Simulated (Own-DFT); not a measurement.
# Strain and stress in diamond silicon, 64 atoms (Si64)

These are calculations, not measurements. They come from Own-DFT, an in-house plane-wave density functional program, since retired, whose code no person has reviewed. Each row is one single-point run on a periodic cell that was not relaxed, without spin or spin-orbit coupling.

Settings of every run: PBE; PseudoDojo norm-conserving scalar-relativistic files; cutoff 20 hartree; 3 x 3 x 3 k mesh centred on Gamma; Fermi-Dirac smearing of 0.1 eV.

Known limits: k mesh not checked against a denser one; stress not checked against mesh or cutoff.

Unstrained cell vectors in Å: (10.862, 0.000, 0.000); (0.000, 10.862, 0.000); (0.000, 0.000, 10.862). The unstrained cell has measured lattice constants (interpolated for alloys), not those of this functional. That, the random moves and any unrelaxed bonds set the pressure at no strain. Each run strains this cell uniformly, with the atoms carried along. Every atom was also moved at random, by a Gaussian of width 0.05 Å on each axis. Strain is the symmetric tensor, in per cent. Stress is positive in tension, and the pressure is minus a third of its trace.

```
run,e_xx (%),e_yy (%),e_zz (%),e_yz (%),e_xz (%),e_xy (%),s_xx (GPa),s_yy (GPa),s_zz (GPa),s_yz (GPa),s_xz (GPa),s_xy (GPa),P (GPa),E (meV/atom)
1,0.97,0.18,-0.60,1.33,1.93,-1.01,-1.70,-2.12,-3.03,2.24,3.11,-2.60,2.28,27.3
2,-0.92,-0.18,0.30,0.01,0.57,1.28,-4.00,-3.43,-2.78,-0.52,1.17,2.53,3.40,12.2
3,-0.05,0.14,0.32,1.06,1.38,0.50,-2.59,-2.43,-2.13,2.52,3.05,0.81,2.38,12.3
4,-0.05,-0.08,-0.61,-0.62,-1.31,-1.86,-3.35,-3.34,-3.83,-1.56,-3.23,-3.76,3.51,20.1
5,-2.00,-0.34,-1.10,1.41,0.20,-0.56,-6.89,-5.32,-6.23,3.15,0.21,-0.29,6.15,23.1
6,0.57,-1.77,0.14,0.61,0.49,1.40,-3.16,-5.15,-3.56,1.39,0.62,3.47,3.96,28.9
7,-0.07,0.81,0.84,1.20,-0.19,-1.30,-1.96,-1.16,-1.16,2.86,0.00,-3.39,1.43,16.6
8,-0.13,-1.66,-0.82,0.47,0.54,0.16,-4.56,-5.82,-5.16,0.84,1.09,0.36,5.18,16.2
9,1.08,-1.90,1.94,-1.60,0.76,1.04,-1.09,-3.59,-0.28,-2.88,1.87,1.78,1.65,21.0
10,-0.01,-1.71,-1.10,0.72,-1.11,-1.89,-4.89,-6.47,-5.78,1.57,-1.93,-4.25,5.71,35.1
11,0.14,1.67,0.79,1.98,0.69,-1.40,-1.08,0.24,-0.55,4.37,1.89,-3.28,0.47,11.9
12,-0.79,0.58,0.74,1.68,-0.67,-1.95,-3.16,-2.10,-1.66,3.49,-1.10,-3.84,2.31,16.7
13,-1.12,-1.16,1.63,-0.27,1.47,-1.01,-4.12,-4.24,-1.54,-0.94,4.25,-0.37,3.30,19.6
14,1.92,-0.37,0.06,-0.93,-1.42,0.74,0.34,-1.71,-1.42,-2.33,-2.45,0.74,0.93,0.1
15,-0.38,1.47,0.61,1.55,0.18,-0.39,-1.78,-0.07,-0.99,2.77,1.19,-1.42,0.95,0.0
16,1.35,0.12,0.39,-0.83,-1.63,-0.93,?,?,?,?,?,?,?,?
```

E is the free energy for each atom above the lowest run shown.

## Worked fit

Each stress component was fitted by least squares to a constant and the strains of the runs shown, as fractions, with shears doubled. Shear strains stay in the fit of a normal stress only where such slopes are resolved. The slopes, in GPa:

| stress | at no strain | per e_xx | per e_yy | per e_zz | scatter |
|---|---|---|---|---|---|
| s_xx | -2.8 | 157 ± 5 | 67 ± 4 | 69 ± 5 | 0.17 |
| s_yy | -2.8 | 72 ± 5 | 156 ± 5 | 66 ± 6 | 0.19 |
| s_zz | -2.8 | 66 ± 5 | 65 ± 4 | 162 ± 5 | 0.18 |

Each shear stress against twice its own strain: yz 116 ± 8, xz 94 ± 8, xy 98 ± 7 GPa. These are stiffnesses along x, y and z of the frame in which the cell vectors are given, which need not be the crystal's axes. The atoms are held to the strained lattice; where symmetry lets them move under strain, relaxing them would lower some slopes. The table should be nearly symmetric about its diagonal, and what it lacks of that shows the noise. A ninth of its sum, 98 ± 2 GPa, estimates the bulk modulus near the mean pressure of these runs, 2.9 GPa, so it lies above the value at zero pressure.

## Withheld run

Question: what normal stresses and pressure should run 16 give?

The fit gives s_xx = -0.3, s_yy = -1.3, s_zz = -1.2 and P = 1.0 GPa. The calculation gave -0.26, -1.41, -1.25 and P = 0.97 GPa.
